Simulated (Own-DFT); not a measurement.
# Computed records: Si₁₂O₂₃ (quartz with two neutral oxygen vacancies, strained, atoms displaced)

All values are calculated (Own-DFT development build). A calculation, not a measurement: plane-wave PBE and HSE06 DFT by an unreviewed code, no spin, of a simulated cell at Gamma alone, so results move with cell size and shape, stress positive in tension, energies less offsets, not probed for a lower state with spin; oxygen file: force components 24 meV/angstrom off all-electron in a glass; k mesh not checked against a denser one; forces and stress are PBE's, HSE06 gives the energy alone, and its difference from PBE has offsets of its own; offsets are fitted by least squares, one for each functional and potential file, so energies compare only between cells with the same atoms and settings and are not formation energies; the far tail of each file's local potential was reset to the Coulomb form; each entry is a single point on an unrelaxed cell, so the pressure reflects the starting lattice, mostly measured values (interpolated for alloys), from which strain is counted, and rises with the displacements; printed positions are rounded, which can move forces by about a meV/angstrom; the program, named Own-DFT, is a retired in-house code; no spin-orbit coupling.

Common to all runs: first functional PBE; second functional HSE06; exact exchange share 0.25; screening 0.11 1/bohr; exchange divergence Gygi-Baldereschi; potential files PseudoDojo norm-conserving, scalar-relativistic, made for PBE, standard set; wave cutoff 48 hartree; occupations fixed; k mesh 1 x 1 x 1 centred on Gamma.

(1) Si₁₂O₂₃ (quartz with two neutral oxygen vacancies, strained, atoms displaced)

```
Si12O23
1.0
      9.8428     0.0447     0.1731
     -4.8827     8.5112    -0.2447
      0.1904    -0.2009    10.9862
Si O Si O Si O Si O Si O Si O Si O Si O
3 6 3 5 3 6 3 6 3 6 3 5 3 6 3 6
Direct
  0.23582 0.00142 0.00067
  0.00293 0.23516 0.33383
  0.26587 0.26991 0.16803
  0.21559 0.13702 0.06135
  0.42609 0.29627 0.22576
  0.36727 0.07561 0.39395
  0.07445 0.37338 0.44415
  0.13351 0.20473 0.27490
  0.28840 0.42633 0.11086
  0.23227 0.99881 0.50191
  0.99966 0.23149 0.83556
  0.26977 0.26840 0.66419
  0.20978 0.13605 0.55998
  0.42740 0.29028 0.72744
  0.07399 0.36478 0.93780
  0.13151 0.20535 0.77195
  0.29242 0.42506 0.60693
  0.23721 0.50111 0.99980
  0.99689 0.73599 0.33451
  0.26723 0.76319 0.16569
  0.20482 0.62693 0.05721
  0.42907 0.79535 0.22295
  0.37190 0.57641 0.39017
  0.07262 0.86922 0.43935
  0.13437 0.70364 0.27454
  0.29267 0.92223 0.10875
  0.23112 0.49688 0.49449
  0.00033 0.73847 0.83008
  0.26024 0.76316 0.66451
  0.20257 0.62883 0.56444
  0.42727 0.79345 0.72589
  0.36167 0.57001 0.89456
  0.06937 0.86709 0.93822
  0.13474 0.70476 0.77522
  0.29265 0.92322 0.61319
  0.73515 0.99791 0.00281
  0.49931 0.23468 0.33101
  0.77191 0.26751 0.16587
  0.71232 0.13304 0.05667
  0.92254 0.29425 0.22512
  0.86228 0.06922 0.39188
  0.57607 0.37260 0.44346
  0.63311 0.20513 0.27321
  0.79402 0.43128 0.10906
  0.73183 0.00122 0.50057
  0.50005 0.23737 0.83087
  0.77120 0.26685 0.66800
  0.70760 0.13236 0.56312
  0.92720 0.29672 0.72611
  0.86744 0.06975 0.89156
  0.62735 0.20363 0.77295
  0.80275 0.43110 0.60977
  0.73251 0.49712 0.99580
  0.49947 0.73759 0.33255
  0.76690 0.76279 0.16313
  0.70798 0.63082 0.06175
  0.92966 0.79258 0.22221
  0.86978 0.57491 0.39064
  0.56869 0.86839 0.44097
  0.62616 0.70353 0.27862
  0.79078 0.92238 0.10464
  0.73840 0.50380 0.50299
  0.50699 0.74242 0.82917
  0.76374 0.77006 0.66196
  0.71166 0.63506 0.55962
  0.93143 0.79480 0.72482
  0.86441 0.57362 0.89255
  0.57317 0.86300 0.93362
  0.62489 0.70305 0.77238
  0.79521 0.92469 0.60611
```

- PBE energy of cell above offsets: -20.053 eV
- HSE06 less PBE above offsets: 0.569 eV
- PBE pressure: 3.95 GPa
- PBE stress xx: -5.02 GPa
- PBE stress yy: -5.75 GPa
- PBE stress zz: -1.09 GPa
- PBE stress yz: -7.47 GPa
- PBE stress xz: 4.9 GPa
- PBE stress xy: 3.19 GPa

Force:
| element | x (eV/Å) | y (eV/Å) | z (eV/Å) |
| --- | --- | --- | --- |
| Si | 2.963 | -1.457 | -1.903 |
| Si | -3.351 | -0.13 | 0.22 |
| Si | 0.85 | 0.201 | -0.078 |
| O | -1.772 | 0.976 | 0.696 |
| O | 0.916 | -0.222 | 1.115 |
| O | -0.226 | -0.468 | 0.367 |
| O | -2.458 | -3.862 | -2.696 |
| O | 0.602 | -0.184 | -0.201 |
| O | -0.428 | 0.556 | -0.572 |
| Si | 2.658 | -0.872 | 0.096 |
| Si | -1.651 | 0.293 | -1.577 |
| Si | -0.822 | 0.583 | 2.277 |
| O | -0.667 | -0.376 | -0.46 |
| O | -1.157 | 0.559 | -1.303 |
| O | -0.005 | 0.948 | 1.542 |
| O | 1.837 | -0.027 | -1.35 |
| O | -0.829 | 1.135 | -1.62 |
| Si | 1.291 | -3.303 | -0.752 |
| Si | 0.875 | -0.302 | -2.179 |
| Si | -0.876 | -0.412 | 0.142 |
| O | -2.31 | 2.927 | 2.141 |
| O | 0.829 | -0.235 | 0.837 |
| O | -1.467 | -1.597 | 1.197 |
| O | -0.31 | 0.496 | 0.773 |
| O | -0.25 | 0.268 | -0.04 |
| O | -0.996 | 1.015 | -1.137 |
| Si | 4.193 | 2.916 | 2.788 |
| Si | -0.514 | -1.993 | 0.343 |
| Si | 2.197 | 0.139 | 2.853 |
| O | 0.011 | -1.098 | -1.707 |
| O | -0.772 | -0.111 | -0.394 |
| O | 2.025 | 2.119 | -2.082 |
| O | 0.274 | 1.615 | 1.471 |
| O | -0.11 | -0.077 | -0.009 |
| O | -1.969 | 2.481 | -2.554 |
| Si | 1.383 | -2.193 | -2.625 |
| Si | -1.148 | 1.173 | 0.779 |
| Si | -4.029 | 0.654 | -1.177 |
| O | -1.681 | 1.896 | 1.305 |
| O | 4.506 | -0.165 | 2.957 |
| O | 0.727 | 1.308 | -0.548 |
| O | -0.263 | -1.109 | -0.898 |
| O | 1.084 | 0.048 | -0.979 |
| O | 0.185 | -0.863 | -0.133 |
| Si | 1.82 | -2.305 | -0.47 |
| Si | -1.637 | 0.199 | 4.71 |
| Si | -2.243 | 1.017 | 0.711 |
| O | -1.164 | 0.92 | 0.242 |
| O | 2.212 | -0.642 | 1.855 |
| O | -0.396 | -0.727 | 0.5 |
| O | 3.106 | -0.237 | -1.818 |
| O | -0.957 | 0.213 | -1.075 |
| Si | 0.126 | -3.611 | -0.738 |
| Si | -2.544 | 0.512 | -0.335 |
| Si | -1.133 | 0.808 | 3.128 |
| O | -1.231 | -0.19 | -0.677 |
| O | -0.164 | -0.072 | 0.74 |
| O | -0.732 | -0.991 | 1.066 |
| O | 0.013 | 0.8 | 0.817 |
| O | 4.646 | 0.503 | -3.131 |
| O | 0.033 | 0.019 | 0.219 |
| Si | 2.972 | -2.761 | -1.023 |
| Si | -6.092 | -3.919 | -0.14 |
| Si | 1.916 | -1.587 | 3.782 |
| O | -1.667 | 1.381 | 0.521 |
| O | -2.118 | -0.04 | -1.081 |
| O | 1.155 | 1.343 | -1.392 |
| O | 0.738 | 3.832 | 4.03 |
| O | 5.727 | -0.356 | -3.417 |
| O | -1.729 | 2.638 | -1.946 |

(2) Si₁₂O₂₃ (quartz with two neutral oxygen vacancies, strained, atoms displaced)

```
Si12O23
1.0
     10.0099    -0.0477    -0.0751
     -5.0463     8.5184     0.1238
     -0.0826     0.1096    10.8804
Si O Si O Si O Si O Si O Si O Si O Si O
3 6 3 5 3 6 3 6 3 6 3 5 3 6 3 6
Direct
  0.23491 0.00058 0.00600
  0.99652 0.23607 0.33113
  0.25907 0.26066 0.17077
  0.21172 0.13781 0.06646
  0.42214 0.28643 0.22939
  0.37058 0.07216 0.39529
  0.07407 0.37161 0.43068
  0.13077 0.20574 0.27616
  0.28770 0.42337 0.10584
  0.23883 0.00035 0.49830
  0.99891 0.23397 0.82760
  0.26522 0.26976 0.66412
  0.20395 0.13472 0.55806
  0.42508 0.29462 0.72629
  0.36804 0.07914 0.89122
  0.12919 0.20109 0.77858
  0.29741 0.42690 0.60465
  0.23562 0.50147 0.00079
  0.00099 0.74069 0.33681
  0.26320 0.76913 0.16890
  0.20728 0.63519 0.05881
  0.42937 0.79598 0.22895
  0.36648 0.57566 0.39677
  0.06905 0.86147 0.44386
  0.13356 0.70417 0.27311
  0.29721 0.93008 0.10816
  0.23020 0.49540 0.50368
  0.00655 0.73924 0.83162
  0.26757 0.77162 0.66622
  0.20284 0.63535 0.55874
  0.42848 0.79623 0.72725
  0.36573 0.58042 0.89202
  0.06777 0.86488 0.94181
  0.13149 0.70715 0.77459
  0.28878 0.92310 0.60610
  0.73404 0.99708 0.00565
  0.50045 0.23922 0.33109
  0.76326 0.25782 0.16531
  0.70005 0.13219 0.05947
  0.92613 0.28719 0.22783
  0.87010 0.06904 0.39355
  0.57461 0.36882 0.43768
  0.63777 0.20511 0.27184
  0.80016 0.43329 0.11218
  0.73524 0.00691 0.49951
  0.49862 0.22558 0.83244
  0.76789 0.27065 0.66913
  0.70758 0.13180 0.56190
  0.92419 0.29212 0.72616
  0.57443 0.36600 0.94034
  0.63317 0.20929 0.77427
  0.79243 0.43008 0.60710
  0.73369 0.49362 0.00319
  0.50405 0.73337 0.33695
  0.76389 0.77008 0.17157
  0.71320 0.63270 0.05961
  0.92630 0.79165 0.23013
  0.86333 0.57521 0.39142
  0.57058 0.86888 0.43860
  0.62676 0.70176 0.27301
  0.78922 0.92430 0.10929
  0.72718 0.49357 0.50029
  0.49642 0.73590 0.83197
  0.77086 0.76827 0.67173
  0.70346 0.63166 0.55981
  0.92711 0.79714 0.73069
  0.86422 0.57233 0.88883
  0.56848 0.86819 0.94028
  0.62883 0.69875 0.77243
  0.79365 0.92813 0.60354
```

- PBE energy of cell above offsets: -20.612 eV
- HSE06 less PBE above offsets: 0.611 eV
- PBE pressure: 3.33 GPa
- PBE stress xx: -1.89 GPa
- PBE stress yy: -4.2 GPa
- PBE stress zz: -3.9 GPa
- PBE stress yz: 4.19 GPa
- PBE stress xz: -3.96 GPa
- PBE stress xy: 1.05 GPa

Force:
| element | x (eV/Å) | y (eV/Å) | z (eV/Å) |
| --- | --- | --- | --- |
| Si | -1.277 | 0.677 | -2.423 |
| Si | 2.837 | -1.506 | 1.674 |
| Si | 0.128 | 1.831 | 0.532 |
| O | 0.559 | -2.447 | -1.979 |
| O | -1.739 | 0.98 | -1.729 |
| O | 0.309 | 0.308 | -0.431 |
| O | 0.064 | 0.504 | 1.423 |
| O | -0.311 | -0.211 | 0.415 |
| O | 1.115 | -0.428 | 1.317 |
| Si | -2.7 | 0.745 | 0.362 |
| Si | 0.189 | -0.042 | 5.391 |
| Si | 1.283 | -3.805 | 2.353 |
| O | 0.936 | -0.699 | -0.391 |
| O | 0.44 | -0.331 | 0.205 |
| O | -2.54 | -5.03 | 3.258 |
| O | 1.678 | 0.226 | -2.146 |
| O | -0.895 | 1.763 | -0.175 |
| Si | -2.15 | -1.211 | -2.137 |
| Si | 1.743 | -2.664 | -1.111 |
| Si | 2.933 | -2.405 | 0.189 |
| O | -0.197 | 0.828 | 0.715 |
| O | -0.742 | -0.17 | -0.443 |
| O | -0.414 | -1.27 | 0.895 |
| O | 0.991 | 2.211 | 1.392 |
| O | -2.117 | 0.409 | 1.357 |
| O | 0.016 | 1.053 | 0.031 |
| Si | -0.869 | 2.606 | -1.847 |
| Si | -1.665 | -1.576 | 1.73 |
| Si | 0.982 | -4.018 | 1.282 |
| O | 0.81 | -0.622 | 0.443 |
| O | -1.639 | 0.759 | -1.683 |
| O | -0.215 | -1.835 | 0.755 |
| O | 1.291 | 1.656 | 0.983 |
| O | 1.833 | 0.362 | -1.148 |
| O | -0.384 | 2.548 | -0.444 |
| Si | -1.163 | 2.326 | -4.01 |
| Si | 3.372 | -1.587 | 0.819 |
| Si | 0.033 | 2.549 | 0.252 |
| O | 0.522 | -1.153 | -0.675 |
| O | -2.626 | 0.794 | -3.073 |
| O | -0.662 | 0.151 | 0.28 |
| O | -1.414 | -1.913 | -0.95 |
| O | -2.623 | -0.015 | 1.791 |
| O | 0.987 | -1.703 | 0.64 |
| Si | 1.08 | -2.306 | -0.834 |
| Si | -0.523 | 6.163 | -0.932 |
| Si | -1.184 | -1.574 | -0.896 |
| O | -1.161 | 2.134 | 1.199 |
| O | -0.188 | 0.881 | -1.257 |
| O | -0.262 | -1.61 | -0.84 |
| O | 1.456 | -0.383 | -0.84 |
| O | 0.756 | -0.499 | 0.619 |
| Si | 0.29 | 2.283 | -1.401 |
| Si | -2.234 | 0.98 | -0.637 |
| Si | 2.492 | -4.412 | -0.603 |
| O | -0.737 | 1.471 | 1.501 |
| O | -1.707 | 1.152 | -1.41 |
| O | -0.462 | -0.993 | 0.963 |
| O | 0.727 | 0.965 | 0.664 |
| O | 1.184 | -0.088 | -0.209 |
| O | 0.45 | 1.286 | 0.836 |
| Si | 1.052 | 4.507 | -0.013 |
| Si | 3.31 | 1.007 | 0.191 |
| Si | -2.53 | -1.48 | -2.08 |
| O | 0.52 | 0.305 | 0.64 |
| O | 0.971 | 0.813 | -0.307 |
| O | 0.035 | -0.114 | 0.546 |
| O | 0.554 | 0.307 | 0.142 |
| O | -0.985 | 0.869 | 0.457 |
| O | 0.384 | -0.309 | 0.816 |

(3) Si₁₂O₂₃ (quartz with two neutral oxygen vacancies, strained, atoms displaced)

```
Si12O23
1.0
      9.9675     0.1090     0.1319
     -4.8894     8.4087    -0.0618
      0.1451     0.0053    10.6666
Si O Si O Si O Si O Si O Si O Si O Si O
3 6 3 5 3 5 3 6 3 6 3 6 3 6 3 6
Direct
  0.23529 0.00489 0.00418
  0.00456 0.23134 0.32686
  0.26406 0.26810 0.16281
  0.21056 0.13699 0.05783
  0.43411 0.29866 0.22101
  0.36598 0.06961 0.39640
  0.07322 0.36177 0.43967
  0.14004 0.21082 0.27110
  0.29465 0.42312 0.10824
  0.23212 0.99659 0.49734
  0.99655 0.23449 0.83472
  0.25782 0.25874 0.66597
  0.20781 0.12392 0.55775
  0.42936 0.29808 0.72230
  0.37377 0.07594 0.89107
  0.13165 0.20831 0.77612
  0.29197 0.42448 0.60058
  0.23368 0.49713 0.00070
  0.00383 0.73838 0.33195
  0.25880 0.76188 0.16142
  0.42748 0.79698 0.22930
  0.36135 0.56722 0.39696
  0.06599 0.85987 0.44150
  0.12732 0.70834 0.27225
  0.28794 0.92151 0.10878
  0.23559 0.49992 0.49939
  0.00326 0.73926 0.83628
  0.26777 0.76421 0.66400
  0.20190 0.62914 0.56076
  0.43083 0.79960 0.72938
  0.37011 0.57487 0.88998
  0.07160 0.86977 0.94169
  0.12971 0.70631 0.77229
  0.29104 0.91969 0.60272
  0.73544 0.00053 0.99799
  0.50175 0.23411 0.33494
  0.76270 0.26150 0.16505
  0.70933 0.13651 0.06171
  0.92765 0.29430 0.22537
  0.86454 0.07179 0.39092
  0.57061 0.36290 0.43840
  0.63594 0.20980 0.27677
  0.79873 0.43011 0.10952
  0.73968 0.00496 0.50130
  0.50147 0.23085 0.83161
  0.76105 0.26805 0.66638
  0.70159 0.12789 0.55360
  0.92647 0.29501 0.72951
  0.86489 0.07396 0.89205
  0.57227 0.36213 0.93879
  0.63055 0.20438 0.77799
  0.79458 0.42353 0.60762
  0.72966 0.49530 0.00108
  0.50157 0.73634 0.33306
  0.76610 0.76216 0.16178
  0.70305 0.63062 0.05739
  0.92344 0.79289 0.22567
  0.86772 0.57054 0.39245
  0.57221 0.86587 0.43538
  0.63296 0.71269 0.27382
  0.79542 0.92791 0.11124
  0.73425 0.49799 0.49967
  0.50511 0.73362 0.83619
  0.76325 0.76972 0.66466
  0.70703 0.63337 0.55632
  0.93019 0.79486 0.72621
  0.86724 0.57559 0.88858
  0.57451 0.87420 0.93843
  0.62806 0.70593 0.77330
  0.79329 0.92217 0.60462
```

* PBE energy of cell above offsets: -19.360 eV
* HSE06 less PBE above offsets: 0.002 eV
* PBE pressure: 8.71 GPa
* PBE stress xx: -5.91 GPa
* PBE stress yy: -11.65 GPa
* PBE stress zz: -8.57 GPa
* PBE stress yz: 0.6 GPa
* PBE stress xz: 6.69 GPa
* PBE stress xy: 5.02 GPa

Force:
| element | x (eV/Å) | y (eV/Å) | z (eV/Å) |
| --- | --- | --- | --- |
| Si | 2.238 | -2.92 | -3.238 |
| Si | -2.913 | 0.934 | 1.834 |
| Si | 4.914 | -1.395 | 2.607 |
| O | -1.746 | 1.024 | 0.143 |
| O | -0.921 | -0.987 | 0.185 |
| O | 1.133 | 0.824 | -2.043 |
| O | 0.087 | 0.139 | 0.072 |
| O | 0.291 | -1.478 | 0.748 |
| O | -1.391 | 4.057 | -2.031 |
| Si | 1.509 | -4.202 | -0.346 |
| Si | 0.792 | 3.04 | 1.288 |
| Si | 2.346 | 1.699 | -0.543 |
| O | -3.168 | 3.452 | 2.346 |
| O | -0.471 | -0.913 | 0.345 |
| O | -2.061 | -3.33 | 2.281 |
| O | 0.442 | -0.854 | 0.015 |
| O | 1.094 | -1.571 | 2.008 |
| Si | -2.123 | 0.579 | -0.434 |
| Si | -4.319 | -1.968 | 0.22 |
| Si | 4.033 | -3.947 | 1.011 |
| O | -2.066 | -0.251 | -1.273 |
| O | 2.696 | 2.693 | -3.514 |
| O | 0.584 | 2.36 | 1.696 |
| O | 3.559 | -0.773 | -1.65 |
| O | -1.186 | 2.939 | -1.544 |
| Si | -2.376 | -2.284 | 0.117 |
| Si | -0.956 | -0.562 | -1.765 |
| Si | 0.786 | -0.542 | 2.55 |
| O | -0.478 | 0.007 | -0.155 |
| O | -0.479 | -0.544 | -0.253 |
| O | -0.642 | -1.796 | 1.374 |
| O | 0.762 | 1.936 | 1.78 |
| O | 1.697 | -0.028 | -0.304 |
| O | -0.659 | 1.723 | -0.753 |
| Si | -0.103 | -1.274 | 2.15 |
| Si | -2.098 | -1.033 | -2.046 |
| Si | 1.183 | 2.764 | 3.192 |
| O | -0.066 | -2.181 | -2.462 |
| O | -0.207 | -0.35 | -0.566 |
| O | 1.359 | 0.371 | -1.053 |
| O | 0.64 | 2.354 | 2.535 |
| O | 0.992 | -0.739 | -0.329 |
| O | -0.786 | 0.473 | -0.855 |
| Si | 0.081 | -4.426 | -2.561 |
| Si | -3.698 | 2.486 | -1.027 |
| Si | 2.791 | -3.668 | 1.266 |
| O | -2.315 | 3.863 | 3.155 |
| O | -1.838 | -0.06 | -1.277 |
| O | 0.571 | -0.813 | -0.362 |
| O | 0.109 | 1.129 | 1.134 |
| O | 3.72 | -0.468 | -2.019 |
| O | -1.577 | 2.983 | -1.648 |
| Si | 2.204 | -0.597 | -1.475 |
| Si | -2.26 | -1.989 | -0.158 |
| Si | -0.609 | 0.465 | 2.871 |
| O | -0.895 | 0.085 | -0.414 |
| O | 0.452 | -0.035 | -0.053 |
| O | 0.206 | 0.088 | -0.39 |
| O | 1.136 | 2.88 | 3.18 |
| O | 2.628 | -0.924 | -1.488 |
| O | -1.041 | 1.506 | -1.952 |
| Si | 0.188 | -0.805 | -1.051 |
| Si | -4.33 | 2.095 | -0.554 |
| Si | 3.806 | -3.991 | 2.389 |
| O | -0.761 | 0.811 | 0.954 |
| O | -2.265 | 0.171 | -0.935 |
| O | -1.029 | -1.733 | 1.61 |
| O | 0.219 | -0.052 | 0.573 |
| O | 4.004 | -0.375 | -1.659 |
| O | -1.419 | 3.926 | -1.453 |
